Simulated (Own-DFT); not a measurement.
# Misfit strain and the stress it brings: wurtzite AlN, 72 atoms (Al36N36)

Calculated, not measured: single-point runs of Own-DFT, a retired in-house plane-wave DFT program that no person has reviewed, on unrelaxed cells, without spin or spin-orbit coupling.

Method: PBE; PseudoDojo norm-conserving scalar-relativistic files; cutoff 42 hartree; 3 x 3 x 2 k mesh centred on Gamma; Fermi-Dirac smearing of 0.1 eV.

Limits: forces on such cells moved up to 12 meV/angstrom on a denser k mesh; stress not checked against mesh or cutoff.

Unstrained cell vectors in Å: (9.336, 0.000, 0.000); (-4.668, 8.085, 0.000); (0.000, 0.000, 9.964). The unstrained cell has measured lattice constants (interpolated for alloys), not those of this functional. That, the random moves and any unrelaxed bonds set the pressure at no strain. Each run strains x and y alike by e, as a substrate would, and holds the height along z. Each atom got a random Gaussian move of width 0.05 Å along each axis. Stress is positive in tension.

```
e (%)  u (Å)  (s_xx + s_yy)/2 (GPa)  s_zz (GPa)
-3.00  0.050                 -25.25      -11.69
-2.50  0.052                 -23.44       -8.69
-2.00  0.050                 -18.57       -8.45
-1.50  0.050                 -17.33       -5.59
-0.75  0.050                 -11.03       -5.05
 0.75  0.048                  -1.40       -5.67
 1.25  0.050                      ?           ?
 1.75  0.052                   2.79       -1.76
 2.75  0.050                   8.13       -1.13
 3.00  0.043                   9.84       -1.09
```

## What the rows give

With e as a fraction, the in-plane stress is -6.7 + 595 e - 1570 e² GPa (errors 14 and 939, scatter 0.89), and s_zz is -5.2 + 152 e GPa (slope ± 21, scatter 1.34). At e = 0 the first slope is C11 + C12 and the second 2 C13, both with the ions held to the strained lattice and at the cell's own pressure. A free layer would change its height as e changes, and the in-plane slope would drop by 2 C13²/C33 to the biaxial modulus. At fixed height, a misfit of 1 % moves the in-plane stress by about 5.9 GPa and s_zz by 1.5 GPa.

## The run left out

The question: what are the two stresses at e = 1.25 %?

The fit gives 0.4 and -3.3 GPa. The run itself gave 0.96 and -3.47 GPa.
